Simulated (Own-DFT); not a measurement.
# Computed records: Si₂SnGe₁₃ (diamond-structure random alloy, strained, atoms displaced)

Computed with Own-DFT development build. A calculation, not a measurement: plane-wave density functional theory by an unreviewed code, no spin, of a simulated periodic cell, stress positive in tension, run twice, with PBE and with PBEsol, both on files made for PBE, so the change isn't that of files made for PBEsol, forces on such cells moved up to 12 meV/angstrom on a denser k mesh; the far tail of each file's local potential was reset to the Coulomb form; each entry is a single point on an unrelaxed cell, so the pressure reflects the starting lattice, mostly measured values (interpolated for alloys), from which strain is counted, and rises with the displacements; printed positions are rounded, which can move forces by about a meV/angstrom; the program, named Own-DFT, is a retired in-house code; no spin-orbit coupling; stress was not checked against mesh or cutoff.

## Si₂SnGe₁₃ (diamond-structure random alloy, strained, atoms displaced)

```
Si2SnGe13
1.0
     11.1643     0.0000     0.0000
      0.0000    11.1643     0.0000
      0.0000     0.0000    11.3631
Ge Si Ge Si Ge Si Sn Ge Si Ge Si Ge Sn Ge Si Ge Si Ge Sn Ge Si Ge
6 1 10 1 3 1 2 2 1 2 1 15 1 3 1 6 1 3 1 1 1 1
Direct
  0.00773 0.99168 0.00623
  0.99806 0.24624 0.25350
  0.24799 0.99777 0.24568
  0.24661 0.23882 0.99619
  0.13151 0.12072 0.12873
  0.12880 0.37348 0.37445
  0.37269 0.12556 0.37778
  0.37302 0.37495 0.12499
  0.99840 0.99896 0.49649
  0.00039 0.24359 0.74444
  0.24688 0.99852 0.74968
  0.23636 0.24201 0.49826
  0.12022 0.12698 0.63379
  0.12994 0.37073 0.87339
  0.37657 0.13430 0.87784
  0.37349 0.37062 0.62116
  0.00426 0.50589 0.99758
  0.00532 0.75691 0.25293
  0.25380 0.49684 0.25155
  0.25366 0.75023 0.00670
  0.12563 0.63307 0.12807
  0.12794 0.86927 0.37610
  0.37222 0.62870 0.37684
  0.36692 0.88767 0.12442
  0.99887 0.49538 0.50356
  0.00090 0.75270 0.74775
  0.24831 0.49914 0.74477
  0.25159 0.74582 0.49943
  0.12346 0.62943 0.63447
  0.12331 0.87870 0.86695
  0.37057 0.62210 0.86034
  0.38160 0.87186 0.62399
  0.50037 0.00333 0.00723
  0.49618 0.24901 0.24412
  0.74528 0.99893 0.25490
  0.75048 0.25204 0.00677
  0.63324 0.13766 0.12922
  0.62746 0.37092 0.36930
  0.87747 0.12713 0.37274
  0.86680 0.38405 0.12738
  0.49307 0.99921 0.49922
  0.49507 0.25281 0.74472
  0.76336 0.99754 0.75357
  0.74444 0.24536 0.49986
  0.62022 0.12643 0.62824
  0.63233 0.37520 0.87443
  0.87382 0.12129 0.88751
  0.86832 0.37312 0.61885
  0.50295 0.50490 0.99407
  0.50601 0.74917 0.24448
  0.74550 0.50171 0.25579
  0.75854 0.74754 0.99251
  0.62488 0.62900 0.13174
  0.62643 0.87064 0.37597
  0.87047 0.61924 0.37573
  0.87859 0.87034 0.12622
  0.49676 0.50018 0.49855
  0.50046 0.75166 0.74580
  0.75576 0.49575 0.76024
  0.74766 0.75320 0.50170
  0.63226 0.63717 0.63224
  0.62860 0.86985 0.87682
  0.87507 0.62834 0.87713
  0.87496 0.86672 0.62630
```

* functional: PBE, then PBEsol
* potential files: PseudoDojo norm-conserving, scalar-relativistic, standard set
* wave cutoff: 49 hartree
* occupations: Fermi-Dirac
* smearing width: 0.1 eV
* k mesh: 3 x 3 x 3 centred on Gamma
* PBE pressure: 7.67 GPa
* PBE stress xx: -8.18 GPa
* PBE stress yy: -8.02 GPa
* PBE stress zz: -6.81 GPa
* PBE stress yz: 0.04 GPa
* PBE stress xz: 1.46 GPa
* PBE stress xy: 0.63 GPa
* PBEsol pressure: 4.63 GPa
* PBEsol stress xx: -5.14 GPa
* PBEsol stress yy: -4.98 GPa
* PBEsol stress zz: -3.78 GPa
* PBEsol stress yz: 0.03 GPa
* PBEsol stress xz: 1.4 GPa
* PBEsol stress xy: 0.6 GPa
* rms change of force components from PBE to PBEsol: 0.048 eV/Å

Force:
```
force element  PBE force x (eV/Å)  PBE force y (eV/Å)  PBE force z (eV/Å)  PBEsol force x (eV/Å)  PBEsol force y (eV/Å)  PBEsol force z (eV/Å)
           Ge              -0.109               0.355              -0.614                 -0.146                  0.378                 -0.557
           Ge               0.407               1.131              -1.139                  0.393                  1.088                 -1.082
           Ge              -1.648               1.823               4.351                 -1.606                  1.782                  4.138
           Ge               0.048               1.537               1.018                  0.056                  1.483                  0.976
           Ge              -1.387               0.577              -0.267                 -1.334                  0.538                 -0.263
           Ge              -0.855               0.222               -0.14                 -0.831                  0.203                 -0.125
           Si              -0.334               -0.14              -0.601                 -0.329                 -0.136                 -0.592
           Ge              -0.041               0.001              -1.223                 -0.033                 -0.003                 -1.166
           Ge               0.523              -0.447               0.427                  0.472                 -0.397                  0.445
           Ge               -1.65               1.433               1.632                 -1.581                  1.377                  1.574
           Ge               1.015               0.211               0.129                  1.007                   0.25                  0.085
           Ge               1.423               0.126               0.255                  1.342                   0.16                  0.279
           Ge               0.569              -1.705              -1.531                  0.548                 -1.638                 -1.484
           Ge               -0.53               0.483              -0.398                 -0.538                   0.43                 -0.352
           Ge               0.539              -1.743              -0.865                  0.512                  -1.68                 -0.828
           Ge              -0.743               0.811              -0.796                 -0.713                  0.724                 -0.753
           Ge              -0.315              -0.186               0.156                  -0.28                 -0.205                  0.186
           Si              -0.669              -0.955               0.449                 -0.705                 -0.981                   0.38
           Ge              -1.374              -0.345              -1.218                 -1.333                 -0.341                 -1.179
           Ge              -1.328              -0.998              -3.022                 -1.284                  -0.99                 -2.897
           Ge              -0.209              -0.787               0.423                 -0.157                 -0.793                  0.364
           Si              -0.222               0.803               0.106                 -0.162                  0.836                  0.156
           Sn                1.92              -0.627               -1.31                  1.777                 -0.606                 -1.271
           Sn               2.578               -2.47              -0.094                  2.469                 -2.364                 -0.127
           Ge                0.44               0.576              -0.232                  0.408                  0.549                  -0.23
           Ge              -0.429              -0.175               1.461                 -0.426                 -0.175                  1.332
           Si               0.029              -0.752               0.022                   0.03                 -0.739                   0.02
           Ge               -1.96               1.997               1.992                 -1.864                  1.906                  1.966
           Ge               0.323              -1.001              -1.181                  0.277                 -0.926                 -1.177
           Si                0.31              -0.771               1.223                    0.3                  -0.75                  1.198
           Ge               0.093               0.412               1.248                  0.147                  0.443                   1.25
           Ge              -1.456               0.514               0.012                 -1.399                  0.493                  0.007
           Ge               2.205               1.632              -1.913                  2.127                  1.592                 -1.859
           Ge              -0.273              -0.009               1.157                 -0.216                  0.028                  1.078
           Ge               0.753               0.166              -0.636                  0.733                  0.171                 -0.611
           Ge               1.426              -0.459               0.159                  1.376                 -0.449                  0.166
           Ge              -0.954              -1.859               0.203                 -0.937                 -1.794                  0.198
           Ge              -1.314               0.189               1.005                 -1.239                  0.165                   0.94
           Ge              -0.785              -0.757               0.644                 -0.756                 -0.733                  0.627
           Ge               1.484              -0.314              -0.064                  1.422                 -0.312                  -0.06
           Ge               0.801               0.387              -0.436                   0.81                  0.326                 -0.375
           Ge              -0.136              -0.391               0.171                 -0.141                 -0.387                  0.162
           Ge              -1.446               0.157              -0.128                   -1.4                  0.136                 -0.112
           Ge               0.117                0.04              -0.339                  0.119                  0.051                 -0.335
           Ge               0.464               -1.11              -0.014                  0.445                 -1.058                 -0.026
           Sn              -1.831              -1.361               0.499                 -1.779                 -1.311                   0.49
           Ge               1.057               0.231               -0.23                  1.024                  0.214                 -0.235
           Ge               0.403              -0.257                0.84                  0.401                  -0.25                  0.813
           Ge              -1.305               0.811               1.296                 -1.261                   0.78                  1.254
           Si              -0.092               1.092               0.599                 -0.086                  1.072                   0.59
           Ge              -0.142               0.073              -0.575                 -0.135                  0.058                 -0.558
           Ge              -0.776              -0.049               1.424                   -0.8                  0.006                  1.417
           Ge               0.499              -0.312                -1.4                  0.529                 -0.358                 -1.394
           Ge              -1.007               0.333              -0.229                 -0.934                  0.355                 -0.185
           Ge               1.249               1.277               0.209                  1.173                  1.206                  0.229
           Ge              -0.338               0.257               0.436                 -0.349                  0.286                  0.374
           Si               1.336              -1.417               0.721                  1.307                 -1.398                  0.704
           Ge              -1.412                 1.3               2.359                 -1.369                  1.261                  2.284
           Ge                2.52                1.88              -1.825                  2.412                  1.793                 -1.806
           Ge                1.83               0.664              -1.883                  1.774                  0.649                 -1.816
           Sn              -0.351              -3.556              -0.617                 -0.322                 -3.408                  -0.57
           Ge              -0.531               1.039               -0.09                 -0.503                  0.998                 -0.091
           Si               1.214              -0.749              -0.806                  1.187                 -0.735                 -0.791
           Ge               0.378               1.162               -0.81                  0.366                  1.129                 -0.777
```
